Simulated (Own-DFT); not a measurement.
# Computed records: Ti$_{7}$Si$_{13}$ (C49 TiSi2 crystal with substituted atoms, atoms displaced), Ti$_{19}$Si$_{40}$ (C49 TiSi2 crystal with one vacancy, atoms displaced)

A calculation, not a measurement: plane-wave density functional theory by an unreviewed code, no spin, of a simulated periodic cell, stress positive in tension, run twice, with PBE and with PBEsol, both on files made for PBE, so the change isn't that of files made for PBEsol, forces on such cells moved up to 12 meV/angstrom on a denser k mesh; the far tail of each file's local potential was reset to the Coulomb form; each entry is a single point on an unrelaxed cell, so the pressure reflects the starting lattice, taken from the Materials Project, from which strain is counted, and rises with the displacements; printed positions are rounded, which can move forces by about a meV/angstrom; the program, named Own-DFT, is a retired in-house code; no spin-orbit coupling; stress was not checked against mesh or cutoff. Program: Own-DFT development build.

Common to all runs: functional PBE, then PBEsol; potential files PseudoDojo norm-conserving, scalar-relativistic, standard set; wave cutoff 42 hartree; occupations cold (Marzari-Vanderbilt); smearing width 0.2 eV; k mesh 4 x 4 x 4 centred on Gamma.

(1) 
```xyz
60
Lattice="5.2953 -6.7593 3.5652 7.0604 0.0000 -7.1303 5.2953 6.7593 3.5652" Properties=species:S:1:pos:R:3:PBE_force_x:R:1:PBE_force_y:R:1:PBE_force_z:R:1:PBEsol_force_x:R:1:PBEsol_force_y:R:1:PBEsol_force_z:R:1 formula=Ti7Si13 PBE_pressure=3.41 PBE_stress_xx=-4.14 PBE_stress_yy=-1.99 PBE_stress_zz=-4.09 PBE_stress_yz=-0.04 PBE_stress_xz=0.01 PBE_stress_xy=-0.02 PBEsol_pressure=0.01 PBEsol_stress_xx=-0.64 PBEsol_stress_yy=1.63 PBEsol_stress_zz=-1.03 PBEsol_stress_yz=-0.04 PBEsol_stress_xz=0.01 PBEsol_stress_xy=-0.02 rms_change_of_force_components_from_PBE_to_PBEsol=0.022
Ti    12.3715    -5.3570    -2.6609     -0.087     -0.619      -0.45     -0.081     -0.599     -0.421
Ti    14.1681    -1.3590    -0.8890      0.338      0.061      0.076      0.318      0.049      0.073
Si    12.3820    -0.7478    -2.6618     -0.205      -1.02      0.229     -0.199     -1.077      0.231
Si     8.8661     0.8066    -4.3962     -0.636       0.56     -0.649     -0.633      0.617     -0.652
Si     7.0038    -3.3739     4.4618      1.113      0.109     -0.212      1.075      0.111     -0.156
Ti    12.3454    -3.3640    -0.8763      0.391     -0.033     -0.174      0.383     -0.032     -0.175
Ti     8.8188    -5.3409     0.8845     -0.212     -0.449      0.192     -0.211     -0.458      0.187
Ti    10.6147    -1.3534     2.6490     -0.656     -0.433      0.338     -0.645     -0.414      0.341
Si     8.8453    -0.8168     0.8525       -0.3     -0.158      0.384     -0.296     -0.207      0.384
Si     5.3663     0.8150    -0.9000     -0.686     -0.051      0.084     -0.675     -0.007      0.082
Si    10.5794    -3.3852     0.8181     -0.304      0.068      1.102     -0.252      0.069      1.056
Si     8.8541    -3.3585     2.6899     -0.343     -0.246     -0.159     -0.353     -0.242     -0.168
Ti    14.1262     1.3856     0.8580     -0.287      -0.01      0.172     -0.294     -0.029      0.175
Ti    10.5823    -1.4017    -0.9009     -0.615      0.758      0.045     -0.593      0.727      0.049
Si     8.8484    -0.7788    -2.6747      -0.23     -0.452     -0.101     -0.227     -0.509     -0.099
Si    10.5445    -5.9699    -0.9364      0.844      0.707      0.522      0.836      0.767      0.519
Si    10.5608    -3.3492    -2.6482      0.033      -0.24     -0.637      0.083     -0.234     -0.596
Si     8.8206    -3.3567    -0.8902      -0.03     -0.358     -0.095     -0.027     -0.354     -0.094
Ti     7.0327     1.3888     4.4689      0.505      0.072     -0.168      0.496      0.042     -0.167
Ti    10.5947    -1.4420    -4.4718      0.086      0.764      0.094      0.082      0.779      0.091
Si     1.7615    -0.7639     0.9062      0.117     -0.325      0.107      0.118     -0.376      0.117
Si    15.9444     0.7772    -0.9097     -0.571      0.146      0.302     -0.566      0.198      0.306
Si     3.5330    -3.3626     0.8939     -0.181     -0.152     -0.005     -0.179     -0.148      0.005
Si     8.7995    -3.3409    -4.4265      0.233     -0.463     -0.365       0.23     -0.455     -0.375
Ti    10.5873     1.4109     4.4791      0.385     -0.219     -0.496      0.382     -0.232     -0.499
Ti     7.0743    -1.3839     2.7013      0.117       0.13     -0.706      0.114      0.146     -0.701
Si     5.2909    -0.7814     0.8916       0.09     -0.197     -0.043      0.085     -0.248     -0.045
Si     7.0581    -5.9951     2.7005      0.146      0.215     -0.694      0.146      0.265       -0.7
Si     7.0774    -3.3836     0.8546     -0.211      0.052      0.474      -0.21      0.049      0.473
Si     5.3436    -3.3683     2.6893     -0.421     -0.055     -0.263     -0.433     -0.052     -0.265
Ti    10.6426     1.3859     0.8884     -0.513     -0.008     -0.339     -0.508     -0.029     -0.334
Ti     7.0122    -1.4336    -0.8958      0.608      0.766     -0.113      0.606      0.774     -0.113
Si     5.3225    -0.7889    -2.7128     -0.324      0.005      0.214     -0.319     -0.046      0.216
Si    12.3576     0.7504     2.6238      0.204      0.718      0.906        0.2      0.772      0.903
Si     7.0825    -3.3961    -2.6345     -0.315      0.116     -0.411     -0.322      0.114     -0.407
Si    10.5844     3.3640     2.6842     -0.126      0.063     -0.088      -0.12      0.063     -0.088
Ti    10.6207     1.3941    -2.6377      0.106      -0.16     -0.131      0.109     -0.174     -0.135
Ti     7.0869    -1.3907    -4.4772     -0.211     -0.044      0.256      -0.21     -0.033      0.256
Si    10.6087     5.9530    -2.6605      0.058     -0.112     -0.231      0.056     -0.165     -0.236
Si    12.3644     0.7731    -0.8649      0.086       0.43     -0.223      0.086      0.486      -0.22
Si    12.3263     3.3840    -2.7399      0.657     -0.123      0.691      0.668     -0.121      0.696
Si    10.6250     3.4060    -0.9210     -0.169     -0.197      0.338     -0.163     -0.196      0.341
Ti     7.1230     1.3717     0.9034     -0.817      0.103     -0.114     -0.809      0.093     -0.116
Ti     3.5271    -1.3658    -0.8956      0.065     -0.354     -0.232      0.064     -0.338     -0.225
Si     7.0528     5.9416     0.8307      0.149      0.141      0.902      0.147      0.093      0.902
Si     8.8759     0.8038     2.6223     -0.258     -0.087      0.701     -0.252      -0.04      0.695
Si     8.8406     3.3175     0.8958      0.161       0.56      -0.08      0.161      0.549     -0.084
Si     7.0493     3.3677     2.6456      0.301     -0.082      0.274      0.295      -0.08      0.271
Ti     7.0829     1.3847    -2.6897     -0.325     -0.316      0.522     -0.321     -0.299      0.491
Ti     8.8155     5.3541    -0.8917       0.34      0.094      0.215      0.334      0.113      0.211
Si    12.3497    -0.7909     0.9078      0.301     -0.975     -0.913      0.296     -1.035     -0.911
Si     8.8128     0.7829    -0.9056      0.438      0.125      0.269      0.434      0.183       0.27
Si     8.8231     3.3863    -2.6595      0.257      0.005      0.286      0.208      0.007      0.246
Si     7.0483     3.4171    -0.8506      0.275     -0.302     -0.527      0.282     -0.292     -0.542
Ti     3.5178     1.3445     0.9199      0.577      0.582     -0.456      0.573      0.551     -0.456
Ti     5.3136     5.2987     2.6509     -0.094      1.003     -0.015     -0.096      1.009     -0.008
Si     8.8126    -0.7711     4.4470      0.455     -0.177      -0.23      0.447     -0.229     -0.231
Si     5.2760     0.7674     2.6883      0.279      0.368      -0.32      0.275      0.422     -0.319
Si     5.3116     3.3663     0.8211     -0.291     -0.069       0.73     -0.295     -0.066      0.752
Si    10.5935     3.3761    -4.3998     -0.295     -0.232     -0.789     -0.298     -0.229     -0.804
```

Units: PBE_pressure, PBE_stress_xx, PBE_stress_yy, PBE_stress_zz, PBE_stress_yz, PBE_stress_xz, PBE_stress_xy, PBEsol_pressure, PBEsol_stress_xx, PBEsol_stress_yy, PBEsol_stress_zz, PBEsol_stress_yz, PBEsol_stress_xz, PBEsol_stress_xy in GPa; rms_change_of_force_components_from_PBE_to_PBEsol, PBE_force_x, PBE_force_y, PBE_force_z, PBEsol_force_x, PBEsol_force_y, PBEsol_force_z in eV/Å.

(2) 
```xyz
59
Lattice="5.2953 -6.7593 3.5652 7.0604 0.0000 -7.1303 5.2953 6.7593 3.5652" Properties=species:S:1:pos:R:3:PBE_force_x:R:1:PBE_force_y:R:1:PBE_force_z:R:1:PBEsol_force_x:R:1:PBEsol_force_y:R:1:PBEsol_force_z:R:1 formula=Ti19Si40 PBE_pressure=2.88 PBE_stress_xx=-2.41 PBE_stress_yy=-3.27 PBE_stress_zz=-2.96 PBE_stress_yz=-0.24 PBE_stress_xz=0.01 PBE_stress_xy=-0.2 PBEsol_pressure=-0.34 PBEsol_stress_xx=0.91 PBEsol_stress_yy=0.18 PBEsol_stress_zz=-0.08 PBEsol_stress_yz=-0.25 PBEsol_stress_xz=0.01 PBEsol_stress_xy=-0.19 rms_change_of_force_components_from_PBE_to_PBEsol=0.024
Ti    12.3519    -5.3328    -2.7116       0.24     -0.831      0.627      0.233     -0.843      0.628
Ti    14.1573    -1.4463    -0.8869     -0.869      1.003      -0.11     -0.867      0.985     -0.088
Si    12.3029    -0.7689    -2.5960      0.709      0.198     -0.884      0.679      0.113     -0.896
Si     8.8989     0.6920    -4.4338     -0.641      0.616     -0.075     -0.628      0.663     -0.073
Si     7.0698    -3.4097     4.3824      0.152      0.154      0.419      0.152      0.155      0.423
Si    12.3780    -3.3652    -0.8789     -0.412     -0.328     -0.563     -0.413     -0.322      -0.58
Ti     8.8164    -5.2707     0.8987       0.03     -1.315     -0.336       0.04     -1.321      -0.33
Ti    10.5352    -1.3644     2.6840      1.039     -0.273      -0.43      1.025     -0.257     -0.428
Si     8.7234    -0.8114     0.8478      1.013     -0.188      0.793      0.992     -0.247      0.789
Si     5.3648     0.7490    -0.9556     -0.935      0.682      2.001      -0.92      0.746      2.011
Si    10.6562    -3.3864     0.9442     -0.446        0.2     -0.484     -0.452      0.194     -0.492
Si     8.8665    -3.3218     2.6087     -0.437     -0.361      0.491     -0.445     -0.354      0.481
Ti    14.1857     1.4107     0.8275      -1.17      -0.35       0.81     -1.154     -0.362      0.832
Ti    10.5409    -1.4088    -0.8835        0.5     -0.086      0.564      0.492     -0.065      0.558
Si     8.8460    -0.8085    -2.5698     -0.367     -0.089      -1.17     -0.365     -0.149     -1.163
Si    10.5612    -5.9696    -0.9049      0.167      0.109      0.171      0.166      0.168      0.175
Si    10.5195    -3.3912    -2.6367      0.675      0.216     -0.144      0.682      0.213     -0.151
Si     8.7763    -3.4063    -0.8859      0.353      0.216     -0.084      0.354      0.216     -0.071
Ti    10.6019    -1.4321    -4.3947     -0.189      0.597      -0.47     -0.199      0.609     -0.464
Si     1.7175    -0.8514     0.9154        0.8      0.139     -0.291      0.787      0.086     -0.297
Si    15.8445     0.8399    -0.8980     -0.038      0.032     -1.121      -0.02      0.074      -1.09
Si     8.8339     3.2408     4.4568     -0.823      0.647     -0.198     -0.773      0.656     -0.207
Si     8.8667    -3.2939    -4.5029     -0.266     -1.225     -0.077     -0.271      -1.18     -0.046
Ti    10.5165     1.4446     4.3813      1.462     -1.231      1.064      1.468     -1.234      1.049
Ti     7.0507    -1.3884     2.6784     -0.093      0.076      0.215     -0.084      0.063      0.189
Si     5.3176    -0.7523     0.9623     -0.576       -0.3     -0.773     -0.564     -0.345     -0.771
Si     1.8307     0.7137    -0.9008     -0.714      0.728       0.27     -0.697      0.781      0.284
Si     6.9925    -3.3349     0.8399      0.471     -0.234      0.786      0.481     -0.226      0.793
Si     5.3049    -3.3498     2.6679     -0.221      -0.18      0.124     -0.233     -0.175      0.131
Ti    10.5798     1.3918     0.8483      0.197     -0.146      0.432      0.204      -0.17      0.433
Ti     7.0825    -1.4225    -0.8527     -0.739      0.363     -0.693     -0.728       0.38     -0.682
Si     5.3039    -0.7480    -2.6094      -0.19     -1.135     -1.362     -0.183     -1.192     -1.372
Si    12.3595     0.8293     2.5974      0.095      0.043      0.588      0.087      0.102      0.586
Si    12.3341     3.3845     0.8148      0.247     -0.044      0.492      0.253     -0.041      0.489
Si    10.6207     3.3427     2.6845     -0.579      0.416     -0.745     -0.591      0.407     -0.749
Ti    10.5965     1.4798    -2.6650     -0.301     -1.253      0.036     -0.306     -1.264      0.044
Ti     7.0929    -1.4108    -4.4796     -0.594      0.533      0.679     -0.585      0.532      0.673
Si    10.5520     5.9878    -2.6667      0.579     -0.244     -0.298       0.57     -0.298     -0.307
Si    12.3762     0.7675    -0.8578      0.506      0.578     -0.697       0.48      0.637     -0.663
Si    12.2603     3.3850    -2.6406      1.174     -0.134     -0.603      1.152      -0.11     -0.608
Si    10.6240     3.3868    -0.9458     -0.776     -0.084      0.715     -0.803     -0.083      0.716
Ti     7.0401     1.3706     0.9376      0.243      0.522     -0.685      0.235      0.487      -0.71
Ti     3.4953    -1.4460    -0.8967      0.373      0.753      0.444      0.358      0.767      0.427
Si     7.0147     6.0145     0.8799      0.351     -0.304     -0.565      0.343     -0.365     -0.572
Si     8.8901     0.7068     2.6436       -1.4      1.018      0.144     -1.356      1.064      0.121
Si     8.7572     3.5333     0.8733      0.757     -1.741      0.916      0.774     -1.708      0.921
Si     7.0095     3.3912     2.7090      0.312     -0.878      0.174      0.311     -0.838      0.147
Ti     6.9665     1.3197    -2.6626      1.906      0.968     -0.425      1.879      0.943     -0.416
Ti     8.8565     5.2396    -0.8662     -0.326      2.871     -0.364     -0.332      2.846     -0.368
Si    12.3381    -0.8284     0.9106       0.08      0.016     -0.171      0.077     -0.043     -0.175
Si     8.8562     0.7805    -0.8442     -0.551      0.668      -0.57      -0.54      0.724     -0.562
Si     8.7234     3.4401    -2.6620       0.94     -0.769     -0.359      0.966     -0.749     -0.354
Si     7.1410     3.4372    -0.8599     -1.367     -0.909      0.072     -1.369     -0.895      0.076
Ti     3.5613     1.3425     0.8561     -0.253      0.438     -0.087     -0.252      0.413     -0.086
Ti     5.3229     5.3340     2.6794     -0.556      0.606      0.023     -0.547      0.605      0.022
Si     8.8222    -0.7965     4.4199      -0.33      0.291      0.941     -0.308       0.21      0.941
Si     5.2815     0.8679     2.6690      0.664      0.147      1.227      0.635      0.189      1.206
Si     5.2921     3.4422     0.8849     -0.144     -0.505     -0.021     -0.143     -0.495     -0.019
Si    10.5439     3.4454    -4.4374      0.265     -0.709     -0.362      0.258     -0.695     -0.356
```

Units: PBE_pressure, PBE_stress_xx, PBE_stress_yy, PBE_stress_zz, PBE_stress_yz, PBE_stress_xz, PBE_stress_xy, PBEsol_pressure, PBEsol_stress_xx, PBEsol_stress_yy, PBEsol_stress_zz, PBEsol_stress_yz, PBEsol_stress_xz, PBEsol_stress_xy in GPa; rms_change_of_force_components_from_PBE_to_PBEsol, PBE_force_x, PBE_force_y, PBE_force_z, PBEsol_force_x, PBEsol_force_y, PBEsol_force_z in eV/Å.

(3) 
```xyz
59
Lattice="5.2953 -6.7593 3.5652 7.0604 0.0000 -7.1303 5.2953 6.7593 3.5652" Properties=species:S:1:pos:R:3:PBE_force_x:R:1:PBE_force_y:R:1:PBE_force_z:R:1:PBEsol_force_x:R:1:PBEsol_force_y:R:1:PBEsol_force_z:R:1 formula=Ti19Si40 PBE_pressure=2.53 PBE_stress_xx=-2.53 PBE_stress_yy=-2.03 PBE_stress_zz=-3.02 PBE_stress_yz=0.08 PBE_stress_xz=0.03 PBE_stress_xy=0.15 PBEsol_pressure=-0.69 PBEsol_stress_xx=0.79 PBEsol_stress_yy=1.43 PBEsol_stress_zz=-0.14 PBEsol_stress_yz=0.06 PBEsol_stress_xz=0.03 PBEsol_stress_xy=0.15 rms_change_of_force_components_from_PBE_to_PBEsol=0.023
Ti    12.3256    -5.3957    -2.6876      0.564      0.376      0.134      0.555      0.356      0.128
Ti    14.1019    -1.3092    -0.9334      0.608     -0.593      0.058      0.596     -0.577      0.063
Si    12.3123    -0.7831    -2.7132      0.493      0.059      0.235      0.483      0.015      0.245
Si     8.7313     0.7021    -4.4592      0.765      0.833      0.171      0.748      0.891      0.175
Si     7.1120    -3.3997     4.3932     -0.726       0.45      0.699     -0.726      0.442      0.717
Si    12.3779    -3.3318    -0.8726      -0.13     -0.317     -0.572      -0.13     -0.309     -0.584
Ti     8.7745    -5.3825     0.8172      0.773      0.295      0.826      0.773       0.28      0.814
Si     8.8391    -0.7317     0.8389      0.617     -1.215      0.854      0.587     -1.266      0.832
Si     5.3264     0.8060    -0.8878     -0.816      0.168      0.176     -0.802      0.223       0.19
Si    10.6372    -3.4021     0.8778      -0.63      0.723      0.406     -0.632      0.687      0.381
Si     8.7102    -3.3508     2.6347      1.179      0.166       -0.5      1.156      0.142     -0.515
Ti    14.1514     1.3948     0.8728       0.14      0.009      0.231      0.132     -0.013      0.222
Ti    10.5907    -1.4087    -0.9851      0.239      0.184      1.238      0.235      0.201      1.206
Si     8.8435    -0.7290    -2.6008     -0.288     -0.902     -1.425     -0.277     -0.969     -1.422
Si    10.6388    -5.9910    -0.8895     -0.661      0.832     -0.325     -0.652      0.892      -0.33
Si    10.6505    -3.4121    -2.6681     -0.835      0.038      0.054     -0.855      0.038      0.056
Si     8.7963    -3.3726    -0.8422      0.705      -0.24     -0.816      0.714     -0.237     -0.825
Ti     7.0640     1.3669     4.4746      -0.53      0.137     -0.706     -0.523      0.127     -0.692
Ti    10.5748    -1.4750    -4.4668     -0.035      0.742       0.38     -0.026       0.76      0.381
Si     1.8119    -0.7981     0.9414     -0.275     -0.362     -1.029     -0.273     -0.424     -1.037
Si    15.9438     0.8959    -0.9822      -0.63     -0.659      1.076     -0.622     -0.621      1.081
Si     8.8359     3.3454     4.4776     -0.078      0.159     -0.053     -0.068      0.156     -0.042
Si    14.0482     3.2847    -0.9377      0.648      0.545      0.301      0.663      0.533      0.301
Ti    10.5505     1.4077     4.3967      0.864     -0.347      0.466      0.854     -0.332       0.47
Ti     7.0303    -1.3285     2.5971      0.342     -0.637      0.616      0.325     -0.621      0.617
Si     5.2748    -0.8332     0.8975      0.012      0.217     -0.386      0.014      0.166     -0.384
Si     7.0327    -5.9311     2.7042      0.437     -0.287     -0.524      0.423     -0.244     -0.523
Si     7.0048    -3.3677     0.7421      0.544      -0.26      1.759      0.542     -0.257      1.774
Si     5.3256    -3.3510     2.7606      -0.15     -0.329     -1.058     -0.152     -0.323     -1.076
Ti    10.6066     1.3701     0.9066     -0.189      0.266     -0.401     -0.191      0.268     -0.413
Ti     7.0670    -1.4476    -0.9196     -0.279      1.222      0.106     -0.278      1.227      0.109
Si     5.3500    -0.6607    -2.6677     -0.699     -1.384      -0.05     -0.686     -1.443     -0.049
Si    12.3296     0.7534     2.6548     -0.028     -0.208     -0.166     -0.013      -0.12     -0.167
Si     7.1041    -3.3222    -2.7099     -0.255     -0.678      0.406     -0.261     -0.662      0.418
Si     5.3302    -3.3788    -0.8281     -0.933     -0.181     -1.348     -0.943     -0.182     -1.365
Ti    10.6352     1.3583    -2.7850     -1.236      0.397      1.231     -1.222      0.371      1.225
Ti     7.0496    -1.4235    -4.4462      0.255      0.106     -0.085      0.255      0.133     -0.087
Si    10.6386     6.0031    -2.6299     -0.571     -0.187     -1.198     -0.562     -0.229     -1.212
Si    12.3311     0.8586    -0.8656      0.163     -0.204     -0.786      0.164     -0.161     -0.795
Si    12.3250     3.3532    -2.7147      0.052      0.146     -0.019      0.047      0.144     -0.024
Si    10.5877     3.3103    -0.8755     -0.145       0.21     -0.144     -0.147      0.206     -0.144
Ti     7.0465     1.3984     0.7952     -0.356      0.349      1.269     -0.347      0.327      1.254
Ti     3.5720    -1.4152    -0.8919     -0.368      0.534      0.051     -0.361      0.538      0.061
Si     7.0411     5.9508     0.8628     -0.527     -0.324      0.039     -0.496      -0.36      0.069
Si     8.8242     0.7763     2.6166     -0.057     -0.066      0.337     -0.072      0.019      0.341
Si     8.8215     3.3632     0.9167      0.265      0.103     -0.215      0.273      0.101      -0.21
Si     7.1045     3.3646     2.7056     -0.498     -0.005     -0.264     -0.504     -0.003     -0.268
Ti     7.0214     1.3890    -2.6719      0.681      0.087     -0.116      0.671      0.068     -0.113
Ti     8.8399     5.3528    -0.9390      0.156      0.025      0.613      0.166      0.047      0.606
Si    12.4463    -0.7496     0.8284     -1.326      -0.62      0.713     -1.283     -0.666       0.69
Si     8.7919     0.7588    -0.8832      0.537      1.116     -0.422      0.525      1.181     -0.415
Si     8.7717     3.3580    -2.6957      0.848      0.243      0.002      0.856      0.242      0.009
Si     7.1157     3.3753    -0.9013     -0.771       0.47      0.258     -0.745      0.437      0.266
Ti     3.5809     1.4759     0.9233     -0.871      -1.02      -0.55     -0.866     -1.014     -0.538
Ti     5.2849     5.4068     2.7335      0.317     -0.383     -0.773      0.313     -0.363      -0.75
Si     8.8224    -0.7677     4.4202      0.629       -0.5     -0.311      0.595     -0.535      -0.28
Si     5.2384     0.8071     2.6675      1.104      0.031     -0.561      1.089      0.085     -0.563
Si     5.2127     3.4451     0.8849      0.784      0.536     -0.464      0.788      0.499     -0.435
Si    10.5456     3.4098    -4.4940      0.172      0.135      0.559      0.173      0.128       0.56
```

Units: PBE_pressure, PBE_stress_xx, PBE_stress_yy, PBE_stress_zz, PBE_stress_yz, PBE_stress_xz, PBE_stress_xy, PBEsol_pressure, PBEsol_stress_xx, PBEsol_stress_yy, PBEsol_stress_zz, PBEsol_stress_yz, PBEsol_stress_xz, PBEsol_stress_xy in GPa; rms_change_of_force_components_from_PBE_to_PBEsol, PBE_force_x, PBE_force_y, PBE_force_z, PBEsol_force_x, PBEsol_force_y, PBEsol_force_z in eV/Å.
